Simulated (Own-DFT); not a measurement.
# Computed records: Al₇GaN₈ (wurtzite random alloy, atoms displaced)

All values are calculated (Own-DFT development build). A calculation, not a measurement: plane-wave PBE density functional theory by an unreviewed code, no spin, of a simulated periodic cell, stress positive in tension, free energy of the whole cell less one offset for each atom, forces on such cells passed a denser k mesh, this cell's mesh not checked; offsets are fitted by least squares, one for each functional and potential file, so energies compare only between cells with the same atoms and settings and are not formation energies; the far tail of each file's local potential was reset to the Coulomb form; each entry is a single point on an unrelaxed cell, so the pressure reflects the starting lattice, mostly measured values, from which strain is counted, and rises with the displacements; printed positions are rounded, which can move forces by about a meV/angstrom; the program is a retired in-house code; no spin-orbit coupling.

Common to all runs: functional PBE; potential files PseudoDojo norm-conserving, scalar-relativistic, standard set; wave cutoff 42 hartree; occupations Fermi-Dirac; smearing width 0.05 eV; k mesh 3 x 3 x 3 centred on Gamma.

(1) 
```xyz
128
Lattice="12.4865 0.0000 0.0000 -6.2433 10.8136 0.0000 0.0000 0.0000 10.0148" Properties=species:S:1:pos:R:3:force_x:R:1:force_y:R:1:force_z:R:1 formula=Al7GaN8 free_energy_of_cell_above_offsets=-23.926 pressure=9.8 stress_xx=-9.73 stress_yy=-9.73 stress_zz=-9.95 stress_yz=0.92 stress_xz=0.43 stress_xy=-0.84
Al    -0.0196     1.6738     9.9588      1.526       2.21     -0.914
Al     1.3836     0.9599     2.3724      3.218      1.308      1.451
N     -0.1499     1.9862     1.7796      0.798     -2.918      1.014
N      1.5789     1.0386     4.4311     -1.116     -2.399     -1.651
Al    -0.0339     1.8513     5.0141      1.469     -2.295       0.54
Al     1.5024     0.9553     7.4567       2.77      -1.63     -0.314
N      0.0487     1.7754     6.8444     -2.556     -0.342      0.352
N      1.6329     0.9099     9.3135     -3.224     -2.194      0.854
Al    -1.5962     4.5792     0.0375      1.483     -3.217      0.479
Al     0.1649     3.6653     2.4779     -5.037     -1.071      1.813
N     -1.5145     4.6241     1.9595      0.895     -0.425     -0.345
N     -0.0824     3.4653     4.4807      1.066      5.143     -2.399
Al    -1.6365     4.5199     5.0492      4.525      1.644      1.519
Ga    -0.0638     3.5384     7.5638      1.241      1.964     -2.854
N     -1.6654     4.6413     7.0065      0.348     -4.045     -2.153
N      0.0378     3.4962     9.3165     -0.751      0.694       4.98
Al    -3.1560     7.1778     0.0426      1.297     -0.113      -2.07
Al    -1.5905     6.4367     2.5236      1.776     -1.309     -0.149
N     -3.0683     7.1265     1.8250     -2.008      2.042      2.256
N     -1.5121     6.2878     4.4502     -3.753     -0.225      -1.32
Al    -3.1193     7.3453     4.9391     -0.258     -2.552      1.175
Al    -1.6293     6.2888     7.4238      0.584      2.693      2.968
N     -3.1855     7.2490     7.0126      1.235      1.024     -2.422
N     -1.6337     6.1802     9.4649      0.922      4.443      -1.62
Al    -4.5648     9.8829     0.1319     -1.203      0.663     -5.105
Al    -3.1427     9.1324     2.4048      2.856     -3.151      0.867
N     -4.4916     9.9922     1.8620     -5.036      1.589      1.386
N     -3.1091     9.0215     4.2658      0.505      1.376      1.258
Al    -4.5670     9.9737     4.9479     -2.162      0.109      1.199
Al    -2.9407     9.1300     7.4819     -3.553     -1.486      1.749
N     -4.6731     9.8525     6.9604      0.634      0.987     -1.723
N     -3.1315     8.9419     9.4573      1.563      1.347     -0.754
Al     3.0230     1.6743     9.9566      2.849      4.095      2.062
Al     4.7837     0.9307     2.5260     -3.326      -0.27     -1.798
N      3.1563     1.8238     1.9048     -1.754      0.155      0.539
N      4.7545     0.9923     4.3108      0.547     -1.313      2.212
Al     3.1959     1.7659     4.9054     -0.834      1.964      0.618
Al     4.6955     0.9435     7.4658     -1.124       0.36      1.532
N      3.2130     1.7220     6.8097     -2.098      0.826     -0.305
N      4.6212     1.0858     9.3331      1.902     -3.335      0.179
Al     1.5180     4.5322     0.0664      1.778      -1.59     -3.944
Al     3.0641     3.7544     2.5771      1.141     -2.611     -1.781
N      1.4771     4.5546     1.8355      2.527      1.664      2.281
N      3.0120     3.6643     4.4598      3.174     -1.682     -1.508
Al     1.5679     4.5051     4.7890     -3.235     -0.852      4.686
Al     3.1215     3.6382     7.4065     -0.205     -2.634      2.756
N      1.6372     4.4953     6.9914     -2.125      1.589     -2.136
N      3.2977     3.4669     9.4626     -1.475      2.085     -0.594
Al     0.0461     7.2524     0.1035     -0.193     -0.934     -2.969
Al     1.4841     6.3235     2.6152      0.765      1.763     -4.283
N     -0.0227     7.3671     1.8565     -0.109     -2.131       3.19
N      1.4354     6.2202     4.3566       0.55      2.611      2.036
Al    -0.1778     7.1966     4.9692      4.223      0.905      1.758
Al     1.5453     6.3762     7.4645      1.247     -3.082      2.117
N      0.0156     7.0985     6.9185     -1.604      2.826     -0.733
N      1.6200     6.2596     9.4430     -1.473      1.435     -0.592
Al    -1.5185     9.9940     9.9905     -2.324       0.79     -0.414
Al     0.0404     9.0533     2.5241     -1.566      0.517     -0.205
N     -1.6950     9.9870     1.7775      3.146      0.487      2.298
N     -0.0818     8.9672     4.4770      0.991      1.554     -1.005
Al    -1.6281    10.0168     5.0449      1.593     -0.239     -1.666
Al    -0.0149     9.0371     7.4740      1.698     -1.031      1.046
N     -1.4292    10.0089     6.9062     -1.392       -0.8     -0.461
N     -0.0496     9.1064     9.6117      0.942     -1.939     -3.402
Al     6.1709     1.8404     0.0200       0.59      0.594     -1.563
Al     7.7811     0.9458     2.3623     -0.194     -0.177      0.772
N      6.1438     1.8701     1.8689       2.67     -0.273     -0.031
N      7.8572     0.9098     4.3311      -1.58     -0.645     -0.422
Al     6.2860     1.8777     5.1056     -0.454     -1.281     -2.965
Al     7.8995     0.9210     7.4639     -3.349     -1.008      1.193
N      6.0679     1.8730     6.8572      3.978     -0.706      0.731
N      7.8566     0.9709     9.3137     -1.856      -0.12      1.047
Al     4.9260     4.4462     0.0413     -6.764      2.169          1
Al     6.2860     3.6692     2.5170     -3.224     -1.523      0.788
N      4.6434     4.5084     1.9846      1.086      0.926     -0.406
N      6.2480     3.5879     4.4154     -0.132      -0.23     -0.259
Ga     4.6876     4.6680     5.0516     -1.961     -10.21      2.995
Al     6.2586     3.5644     7.3864     -1.397      1.984      2.281
N      4.6210     4.4471     6.9413      2.414      1.453     -0.285
N      6.2861     3.7231     9.4068      1.901       -4.2     -2.738
Ga     3.3219     7.1226     0.0374     -4.537      1.511     -0.763
Al     4.6746     6.3476     2.5599     -0.871     -0.369      -1.16
N      3.0710     7.3613     1.7794     -0.072      -3.36      5.596
N      4.8344     6.1187     4.4175     -0.335      11.29     -3.256
Ga     3.1709     7.3195     5.1668     -0.187     -2.396     -1.987
Al     4.6918     6.2563     7.4592      1.263     -1.682       2.79
N      3.2658     7.1792     7.0421     -3.418      1.108     -1.318
N      4.6891     6.3304     9.4263      5.489     -2.635     -2.239
Ga     1.5723     9.9568     0.0277      0.457     -0.011     -1.421
Ga     3.0984     9.0704     2.5352      3.559     -2.247     -1.016
N      1.6651     9.7525     1.8841     -4.859       5.08      0.776
N      3.1012     9.0397     4.3768      2.811     -0.688      1.353
Al     1.6950     9.8878     4.8940      -4.67      1.764      2.258
Al     3.1951     8.9406     7.4965     -0.925      2.196      1.734
N      1.5303     9.9888     6.8967      1.422     -1.922     -0.831
N      3.1208     8.9863     9.5339      0.767      0.621      -3.49
Ga     9.4272     1.8141     0.0048      0.565     -1.862     -3.646
Al    10.9469     0.8447     2.4937     -0.974      0.956      -0.56
N      9.2621     1.8950     1.7229      1.251     -1.357      6.304
N     10.9721     0.9395     4.4622     -1.694     -1.649     -1.553
Al     9.2592     1.7695     5.0084      2.759      2.072     -0.147
Al    10.9125     0.8695     7.4029      0.632      0.528      0.592
N      9.2907     1.7764     6.9060      2.552      1.898     -0.745
N     11.0211     0.8365     9.3384     -1.704     -0.204     -1.052
Al     7.7564     4.4566     9.9614      2.472      1.813      0.919
Al     9.5372     3.6226     2.4452     -2.019      0.054      1.308
N      7.6637     4.4435     1.8441      4.188      1.763      0.113
N      9.5428     3.6464     4.5674     -6.825     -3.324     -3.189
Al     7.5860     4.6221     4.9593      4.022     -0.287       1.04
Al     9.3870     3.6364     7.5635     -0.936      0.045     -0.136
N      7.6800     4.6864     6.9737      0.939      -5.03       -2.1
N      9.4197     3.5449     9.5155     -0.969      3.149     -2.201
Al     6.3559     7.2908    10.0070       -3.5      0.691      0.799
Al     7.8718     6.2458     2.4704     -1.675      0.698      -1.32
N      6.1293     7.2319     1.9368      2.768     -0.074     -1.143
N      7.8384     6.3396     4.3006     -0.007      0.352      1.871
Al     6.2818     7.1926     5.1091      0.214     -0.177     -3.612
Al     7.7842     6.2964     7.4502      -0.78      4.618      2.611
N      6.0767     7.2438     6.8252       2.15      0.154      2.815
N      7.7603     6.4021     9.4942      1.528     -2.548     -1.813
Al     4.6807     9.8947     9.9024      0.007     -0.173      0.468
Ga     6.2317     9.0985     2.5025      1.244     -2.042     -0.561
N      4.7024     9.7932     1.7414     -0.362      3.669      1.594
N      6.2496     8.8692     4.3625      0.216      2.727      1.322
Al     4.7364     9.9104     4.9455      0.688     -0.012     -0.098
Al     6.1313     9.0848     7.5113      3.967     -1.731      0.145
N      4.7653     9.8990     6.7977      -3.15      0.813      0.199
N      6.2747     9.1552     9.3592      0.523     -1.591      1.033
```

Units: free_energy_of_cell_above_offsets in eV; pressure, stress_xx, stress_yy, stress_zz, stress_yz, stress_xz, stress_xy in GPa; force_x, force_y, force_z in eV/Å.

(2) 
```xyz
128
Lattice="12.4865 0.0000 0.0000 -6.2433 10.8136 0.0000 0.0000 0.0000 10.0148" Properties=species:S:1:pos:R:3:force_x:R:1:force_y:R:1:force_z:R:1 formula=Al7GaN8 free_energy_of_cell_above_offsets=-25.659 pressure=9.77 stress_xx=-6.8 stress_yy=-10.73 stress_zz=-11.77 stress_yz=-0.54 stress_xz=0.44 stress_xy=-0.47
Al    -0.0390     1.7881     0.0097      -0.31       2.39      1.813
Al     1.5025     0.9266     2.6324      0.743     -0.812     -3.519
N      0.1093     1.8956     1.9764     -2.453     -0.836     -0.546
N      1.6315     0.9379     4.3591     -0.307     -0.733      4.187
Al     0.0210     1.8406     5.0464      1.043     -1.728     -0.125
Al     1.4979     0.8475     7.5131      2.718     -1.816      1.689
N      0.1605     1.7913     7.0502     -3.918      1.766     -3.283
N      1.5045     1.0259     9.5349      1.846     -1.849      -2.17
Al    -1.6392     4.4956    10.0093      0.839      0.236      0.151
Al     0.0678     3.7353     2.6845     -0.916     -0.679      -10.4
N     -1.6194     4.4777     1.8573      0.873     -0.055      2.075
N      0.0766     3.4678     4.2510     -0.982      1.583      9.795
Al    -1.5940     4.5310     5.0702      0.468      0.811       -1.5
Al     0.0508     3.5363     7.5219      0.236      2.042      0.938
N     -1.5357     4.6215     6.9917       1.87     -5.674     -3.529
N      0.0258     3.6942     9.3866     -1.338     -1.103     -0.004
Ga    -3.1421     7.2131    10.0065     -0.292     -1.406      0.918
Al    -1.4591     6.2042     2.5250     -1.838      1.492     -0.952
N     -3.1009     7.2502     1.9101      0.187     -3.336      0.181
N     -1.6247     6.3882     4.3735      1.306     -2.742      0.698
Al    -3.0839     7.2835     4.9576     -0.796     -1.345      1.639
Al    -1.5479     6.2006     7.4632     -0.119      7.171      2.529
N     -3.0540     7.2855     6.9406     -0.741     -4.183     -1.614
N     -1.6266     6.3296     9.4427      2.982     -1.066      -1.04
Al    -4.6850    10.0329     0.0009     -0.332     -1.533      1.353
Al    -3.1996     8.8875     2.4027      2.084      3.677      2.339
N     -4.7445     9.7890     2.0998      0.276      2.346      -2.26
N     -3.0926     8.9480     4.4581      1.946      1.988     -1.994
Al    -4.4669     9.8651     4.9949     -3.141      0.984     -0.155
Al    -3.1673     8.8632     7.5719      0.892      3.875     -1.298
N     -4.6980     9.8675     6.8736      1.921      1.186      0.585
N     -3.2174     8.9128     9.3690      0.169      3.963       0.75
Al     3.1362     1.8756     9.9674     -1.643      0.515      1.999
Al     4.6934     0.9799     2.5168      0.326     -0.512      0.288
N      2.9995     1.9113     1.9022      1.171     -5.141     -1.247
N      4.8630     0.9383     4.4709      -6.69     -2.576     -1.739
Al     3.1268     1.7357     5.1304      1.532      1.284     -2.444
Al     4.5397     0.9324     7.4832      3.531     -1.699      0.291
N      3.0699     1.8042     6.9466     -1.038     -1.705      0.296
N      4.6667     1.0273     9.5091     -0.384      -0.32     -2.602
Ga     1.5771     4.7176     9.8807      -0.54     -5.079      2.684
Al     3.1750     3.4207     2.5757      0.898      6.564      1.345
N      1.5862     4.5907     1.8783      0.271     -1.763      0.377
N      3.2428     3.6656     4.5727     -2.972     -2.647     -1.952
Al     1.5868     4.4902     4.9805      0.514      0.879      0.435
Ga     3.0554     3.5573     7.4924      0.872       2.88     -0.494
N      1.4771     4.5698     6.8694     -0.187     -0.666      0.718
N      3.1291     3.6632     9.4292     -0.139     -0.072     -0.591
Al     0.0842     7.1335     9.9889     -5.402      3.512      2.367
Al     1.6165     6.2346     2.4854      0.036      3.044      1.874
N     -0.0510     7.3018     2.0286      1.832     -3.964     -2.683
N      1.4730     6.3240     4.4919      1.849      -0.99     -1.974
Al    -0.0306     7.2201     4.9321     -0.292      1.484      0.938
Al     1.5126     6.3456     7.6316     -0.426      0.138     -6.609
N     -0.0977     7.2742     6.8761      1.198     -1.234       0.81
N      1.4506     6.3914     9.3312      3.853      1.054      1.771
Ga    -1.6517    10.0175     0.0210      1.286      -1.56      0.161
Al     0.0445     8.9615     2.5224     -2.231      2.466      0.944
N     -1.5150     9.9790     1.9089     -1.632     -0.671      0.745
N     -0.0957     9.0480     4.3581      2.458     -0.999      1.194
Al    -1.5164     9.8925     5.0421     -0.561      0.524     -3.301
Al    -0.0136     8.9731     7.6258     -0.087      0.988     -2.112
N     -1.4390     9.9173     6.7498     -1.555      0.606      5.996
N      0.1634     9.0622     9.4331     -3.433      -2.18     -0.426
Al     6.2272     1.9101     9.9365      1.483     -2.846      2.974
Al     7.9475     0.8502     2.5547     -1.829      0.844     -7.034
N      6.2471     1.8837     2.0464      0.928     -1.358     -2.587
N      7.8022     0.8017     4.1638      0.888      0.368      9.231
Ga     6.2259     1.7933     5.0605      3.645       2.02     -1.979
Al     7.9249     0.8861     7.4494     -6.436     -2.663      3.587
N      6.2686     1.7509     6.8497     -0.154      0.342      4.128
N      7.8146     0.8894     9.4769     -1.579     -0.624     -1.998
Al     4.6177     4.5092     0.0242      2.489       0.13      0.664
Al     6.3703     3.5978     2.5697     -1.999      0.604     -1.506
N      4.7893     4.5137     1.8943     -1.006      0.053      0.329
N      6.2365     3.6077     4.3384      1.034       1.12      2.536
Al     4.7260     4.5180     5.0157      1.431      -0.41     -0.721
Al     6.2862     3.5603     7.5284     -0.171      0.874     -0.819
N      4.6959     4.6023     6.8032      0.634      -1.88      3.131
N      6.3092     3.5672     9.4455     -1.328      2.607      -1.27
Al     3.0863     7.1742     9.9809      1.669      1.142     -0.116
Al     4.7983     6.4256     2.4166     -3.317     -5.337      2.655
N      3.2871     7.2068     1.8770     -3.237      0.664     -1.044
N      4.6306     6.2058     4.4108      1.478      2.634     -1.614
Al     3.2159     7.1894     4.9831     -2.428      0.109      0.507
Al     4.6491     6.2779     7.5878      0.559      0.814     -2.146
N      3.0599     7.1028     6.8719      0.639      1.263      1.601
N      4.8396     6.3084     9.3979     -3.467     -0.728      0.394
Al     1.5549     9.9055     0.0190      1.192      1.416      1.067
Al     3.1351     9.0210     2.4321     -2.084     -0.404      1.848
N      1.4143     9.8939     1.9498      4.241       0.26     -1.831
N      3.1213     8.9974     4.4417      0.887      0.312     -0.736
Al     1.5629     9.9334     5.1989     -0.669     -0.758     -7.404
Al     3.0122     9.0029     7.5457      3.693     -1.603     -4.141
N      1.7282     9.9235     6.8498     -3.111      1.011      4.035
N      3.0382     8.9614     9.2254      1.209      0.077      6.352
Ga     9.3928     1.7048     9.9897     -2.113      2.963     -0.918
Al    10.8920     0.8273     2.5923      1.134      2.738     -1.374
N      9.4296     1.7936     1.7463     -0.275      0.232      6.035
N     10.9653     0.8943     4.4958      0.665      1.181     -0.796
Ga     9.3700     1.8192     5.0524     -1.573     -0.939     -1.784
Ga    10.8686     0.9715     7.4721      0.932     -1.596      0.558
N      9.2087     1.7119     6.8986       5.97      5.445      -0.94
N     10.8862     0.9672     9.4100      3.062     -2.428     -0.654
Al     7.7888     4.5414     0.0184      0.346     -1.775      0.911
Al     9.2664     3.6449     2.6296      3.143     -1.768     -2.721
N      7.8760     4.5664     2.0920     -1.429     -0.135     -2.462
N      9.2818     3.6609     4.4419       3.52     -1.047      0.688
Al     7.8542     4.5424     4.9145      -3.59      1.622      1.706
Al     9.5153     3.7583     7.4703     -5.161     -2.144      2.041
N      7.7913     4.5407     6.8817      1.178     -0.527     -0.566
N      9.2992     3.6570     9.4266      1.125     -0.595     -1.375
Al     6.2402     7.1866     0.0476      2.271      0.913     -1.672
Al     7.8681     6.3028     2.5440     -0.363      1.533      0.082
N      6.1583     7.1905     1.8387      4.737      1.344      0.606
N      7.8558     6.4266     4.4228     -1.243     -1.263      0.032
Al     6.1015     7.2726     5.0130      1.559     -2.658     -0.066
Al     7.7836     6.3386     7.3832      0.514     -0.354      1.055
N      6.2468     7.2471     6.8337     -0.746     -0.857      1.649
N      7.8590     6.1862     9.4283     -2.111      2.769     -1.194
Al     4.6713     9.8984     0.0023      0.124      0.021     -1.048
Al     6.2345     8.8692     2.5601     -0.175      1.781      0.106
N      4.6078     9.9400     1.9254      1.507     -0.824     -0.464
N      6.4004     8.9201     4.4751     -1.906      2.911     -1.279
Al     4.7513     9.9752     4.9716     -0.389     -2.733      1.522
Al     6.3220     8.9811     7.4242     -2.117      0.486      1.403
N      4.7363     9.9415     6.9329     -0.373     -0.876     -0.497
N      6.3030     9.0392     9.4940     -0.839      -0.25     -0.981
```

Units: free_energy_of_cell_above_offsets in eV; pressure, stress_xx, stress_yy, stress_zz, stress_yz, stress_xz, stress_xy in GPa; force_x, force_y, force_z in eV/Å.
